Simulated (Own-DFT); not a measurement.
# Computed records: InAs (zincblende, strongly disordered by large displacements)

Computed with Own-DFT development build. A calculation, not a measurement: plane-wave PBE density functional theory by an unreviewed code, no spin, of a simulated periodic cell, stress positive in tension, free energy of the whole cell less one offset for each atom, forces on such cells passed a denser k mesh, this cell's mesh not checked; broken bonds can close the gap or carry spin, so checks made on this kind of crystal may not hold here; offsets are fitted by least squares, one for each functional and potential file, so energies compare only between cells with the same atoms and settings and are not formation energies; the far tail of each file's local potential was reset to the Coulomb form; each entry is a single point on an unrelaxed cell, so the pressure reflects the starting lattice, mostly measured values (interpolated for alloys), from which strain is counted, and rises with the displacements; printed positions are rounded, which can move forces by about a meV/angstrom; the program, named Own-DFT, is a retired in-house code; no spin-orbit coupling.

### InAs (zincblende, strongly disordered by large displacements)

```
CELL_PARAMETERS angstrom
12.11660 0.00000 0.00000
0.00000 12.11660 0.00000
0.00000 0.00000 12.11660
ATOMIC_POSITIONS crystal
In 0.00337 0.99548 0.01453
In 0.99609 0.26186 0.23982
In 0.26733 0.97624 0.25870
In 0.23847 0.22697 0.01824
As 0.10214 0.12377 0.13598
As 0.13391 0.38748 0.38962
As 0.37795 0.11347 0.36397
As 0.36898 0.37678 0.13599
In 0.00418 0.98259 0.50840
In 0.02768 0.26259 0.76743
In 0.24428 0.02635 0.77197
In 0.25570 0.25796 0.48938
As 0.12744 0.13150 0.61981
As 0.12027 0.37330 0.88978
As 0.39425 0.14474 0.86607
As 0.37097 0.38630 0.62269
In 0.00895 0.49817 0.01115
In 0.01090 0.71150 0.25764
In 0.26898 0.48061 0.27474
In 0.24976 0.73616 0.99388
As 0.13128 0.62055 0.13466
As 0.04941 0.86063 0.35475
As 0.35821 0.63122 0.37822
As 0.37720 0.84467 0.10694
In 0.02417 0.50773 0.48648
In 0.01072 0.77283 0.74066
In 0.24147 0.52028 0.74488
In 0.23571 0.77444 0.49394
As 0.12159 0.63215 0.60964
As 0.11417 0.85559 0.87024
As 0.37826 0.61193 0.87985
As 0.38691 0.87983 0.62385
In 0.51019 0.00325 0.99213
In 0.50124 0.26573 0.25235
In 0.75689 0.00749 0.26590
In 0.76203 0.23679 0.01588
As 0.64047 0.10273 0.11459
As 0.64223 0.36427 0.37066
As 0.87502 0.15882 0.37052
As 0.90393 0.38394 0.09013
In 0.50621 0.98305 0.51439
In 0.52597 0.27483 0.74389
In 0.74062 0.99510 0.74031
In 0.75295 0.26014 0.50060
As 0.64625 0.12187 0.58830
As 0.62598 0.39173 0.88020
As 0.87269 0.11407 0.88571
As 0.86579 0.33913 0.61656
In 0.47656 0.51752 0.99667
In 0.50448 0.76266 0.23428
In 0.74361 0.48048 0.23209
In 0.71303 0.77139 0.00263
As 0.62872 0.66765 0.13493
As 0.62830 0.89993 0.36435
As 0.90528 0.63671 0.36991
As 0.88607 0.88935 0.08205
In 0.50377 0.50362 0.51449
In 0.51665 0.74263 0.74199
In 0.74740 0.50598 0.73248
In 0.75470 0.72936 0.51270
As 0.58549 0.60591 0.62697
As 0.62616 0.88944 0.89329
As 0.88862 0.62456 0.87888
As 0.89711 0.88892 0.62165
```

```
functional                        : PBE
potential files                   : PseudoDojo norm-conserving, scalar-relativistic, standard set
wave cutoff                       : 42 hartree
occupations                       : Fermi-Dirac
smearing width                    : 0.1 eV
hardware                          : one NVIDIA H200
k mesh                            : 3 x 3 x 3 centred on Gamma
free energy of cell above offsets : 2.374 eV
pressure                          : 9.67 GPa
stress xx                         : -9.15 GPa
stress yy                         : -9.71 GPa
stress zz                         : -10.16 GPa
stress yz                         : -0.17 GPa
stress xz                         : 0.94 GPa
stress xy                         : -2.8 GPa
wall time                         : 1180 s
```

Force:
```
element  x (eV/Å)  y (eV/Å)  z (eV/Å)
     In     5.487     4.694    -4.756
     In     0.168     1.496     0.934
     In    -1.831    -0.705    -1.002
     In     1.117     0.825    -0.851
     As     2.376    -1.125     0.712
     As    -0.295    -3.106    -2.438
     As     0.829     1.069      1.29
     As      0.48    -0.591    -2.033
     In     2.587     4.873    -2.909
     In     -3.25    -2.843    -2.429
     In     0.016    -1.291    -0.584
     In     0.807    -1.552     0.658
     As     0.166    -0.048     0.023
     As     3.342     1.882     0.969
     As    -0.452    -0.153      1.07
     As    -0.196    -1.015     0.629
     In     4.202     6.383    -3.864
     In      3.04     1.427    -8.725
     In    -0.642     1.546    -0.879
     In    -1.405     -0.34    -0.676
     As     2.107    -1.547    -1.173
     As     4.153     4.819     1.892
     As     1.992     1.255     0.374
     As    -0.473     3.338    -0.236
     In    -3.376     0.269     1.693
     In    -2.232     -3.85    -1.733
     In    -0.199    -1.143     0.264
     In     0.098     0.162    -0.521
     As     0.527      1.26     1.656
     As     3.636     3.361     3.395
     As    -3.017     4.026    -4.712
     As    -2.615    -1.393     2.246
     In    -3.719     1.625     1.242
     In     0.319    -1.991    -0.525
     In     2.612     1.022    -1.782
     In    -0.255     1.151    -1.207
     As    -0.861      1.44     1.824
     As    -2.005     1.708     0.186
     As     0.703    -2.265     0.004
     As      -6.6    -5.412     5.056
     In     0.833     2.044    -2.134
     In    -0.528    -0.908    -1.189
     In     1.021     0.751     0.343
     In    -1.725    -1.519    -3.343
     As    -2.116    -1.128     2.703
     As     0.934     0.146     1.343
     As     0.755      0.37    -1.702
     As     4.652      4.71      4.64
     In     4.335    -3.747     4.521
     In    -2.192     1.128     4.836
     In      1.47     1.604    -0.714
     In     5.863    -1.862     0.139
     As     1.393     -6.55    -0.049
     As     -1.21    -3.071     1.411
     As    -8.203    -5.329     6.084
     As    -7.091    -6.572     5.714
     In    -4.419    -4.948    -7.656
     In    -1.778     2.817     2.625
     In     1.353    -0.664     0.804
     In    -0.101     0.987    -0.595
     As     6.991     3.912     3.752
     As     -0.82     0.354    -6.574
     As    -1.158      0.97     -0.94
     As    -5.596    -2.757     2.899
```
